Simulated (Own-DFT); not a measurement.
# An alloy series: diamond-structure SiGe

All numbers below are calculated, not measured. They come from Own-DFT, an in-house plane-wave density functional program, since retired, whose code no person has reviewed. Each row is one single-point run on a periodic cell that was not relaxed, without spin or spin-orbit coupling.

Settings of every run: PBE; PseudoDojo norm-conserving scalar-relativistic files; cutoff 42 hartree; 5 x 5 x 5 k mesh centred on Gamma; Fermi-Dirac smearing of 0.1 eV.

Known limits, some of them of some rows only: forces on such cells failed a check on a denser k mesh; forces on such cells moved up to 12 meV/angstrom on a denser k mesh; forces on such cells passed a denser k mesh, each cell not checked; stress not checked against mesh or cutoff.

Each cell has 16 atoms, with Ge and Si placed at random on their shared sites; x is the share of Ge. Lattice constants follow the straight line between measured values of the end members, and atoms start on the ideal sites of that lattice. Every atom was also moved at random, by a Gaussian of width 0.03 Å on each axis. u is the rms move along one axis. dE is the free energy for each Ge or Si site above the straight-line part, a + b x, of the fit below.

```
x,cell,u (Å),volume (Å³/atom),P (GPa),dE (meV/site)
0.125,Ge2Si14,0.0280,20.340,2.24,10.7
0.125,Ge2Si14,0.0354,20.340,2.19,12.3
0.125,Ge2Si14,0.0319,20.340,2.23,14.6
0.125,Ge2Si14,0.0327,20.340,2.29,19.8
0.250,Ge4Si12,0.0330,20.659,2.51,29.2
0.250,Ge4Si12,0.0293,20.659,2.37,21.3
0.250,Ge4Si12,0.0311,20.659,2.37,17.5
0.250,Ge4Si12,0.0304,20.659,2.38,20.4
0.500,Ge8Si8,0.0285,21.306,?,?
0.750,Ge12Si4,0.0293,21.966,3.32,20.2
0.750,Ge12Si4,0.0352,21.966,3.36,28.5
0.750,Ge12Si4,0.0308,21.966,3.26,18.5
0.750,Ge12Si4,0.0310,21.966,3.32,25.3
0.875,Ge14Si2,0.0228,22.302,3.61,10.4
0.875,Ge14Si2,0.0324,22.302,3.65,12.2
0.875,Ge14Si2,0.0313,22.302,3.68,17.1
0.875,Ge14Si2,0.0305,22.302,3.57,8.6
```

## Worked fit

Fit E = a + b x + W x (1 - x) + k (u² - 0.03²) to the rows shown. It gives W = 115 ± 25 meV/site and k = 12 ± 6 eV/Å², with a scatter of 3.8 meV/site. Part of W is bond strain that relaxing the atoms would remove. The pressures follow P = 2.11 + 0.98 x + 0.86 x² GPa, with a scatter of 0.05.

## Withheld member

Question: what pressure and dE should the cell at x = 0.500 give?

The fits give 2.8 GPa and 28 meV/site. The calculation gave 2.81 GPa and 26.2 meV/site.
